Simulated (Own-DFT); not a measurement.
# What a defect does to the pressure of its cell: C11b WSi2

Everything here is calculated. The program is Own-DFT (plane waves, in-house, since retired, never reviewed by a person); positions were held fixed, and spin and spin-orbit coupling were off.

Method: PBE; PseudoDojo norm-conserving scalar-relativistic files; cutoff 50 hartree; 5 x 5 x 5 k mesh centred on Gamma; cold (Marzari-Vanderbilt) smearing of 0.2 eV.

Caveats: forces on such cells failed a check on a denser k mesh; stress not checked against mesh or cutoff.

All runs share one cell, with vectors in Å (-2.148, -5.953, 3.409); (-6.444, 2.976, 1.136); (-2.553, -2.948, -6.757) and a volume of 403.2 Å³. u is the rms random offset of the atoms per axis. The defect's site can differ from row to row.

```
              cell  formula   u (Å)  P (GPa)
         no defect  Si20W10  0.0212     4.67
         no defect  Si20W10  0.0471     5.40
         no defect  Si20W10  0.0533     6.00
one W on a Si site  Si19W11  0.0314    10.10
one W on a Si site  Si19W11  0.0321    10.03
one W on a Si site  Si19W11  0.0503    11.34
    one Si vacancy  Si19W10  0.0266     2.89
    one Si vacancy  Si19W10  0.0338     3.57
    one Si vacancy  Si19W10  0.0507     4.41
    one Si vacancy  Si19W10  0.0518        ?
one Si on a W site   Si21W9  0.0260     6.19
one Si on a W site   Si21W9  0.0298     6.28
one Si on a W site   Si21W9  0.0559     7.74
```

## Analysis

P = P0 + c u² + a shift for each defect gives P0 = 4.15 GPa, c = 657 ± 58 GPa/Å² and a scatter of 0.18 GPa. The shifts, and each times the cell's volume:

- one W on a Si site: 5.34 ± 0.15 GPa, 13.4 eV
- one Si on a W site: 1.56 ± 0.15 GPa, 3.9 eV
- one Si vacancy: -1.50 ± 0.15 GPa, -3.8 eV

Against the defect-free cell, a freed cell would be larger where the shift is positive and smaller where it is negative (160.2 GPa Å³ is 1 eV). The atoms around the defects weren't relaxed, which would change these numbers.

## Prediction

Q: what pressure belongs in the blank (one Si vacancy, u = 0.0518 Å)?

The fitted form gives 4.41 ± 0.22 GPa. The calculation gave 4.94 GPa.
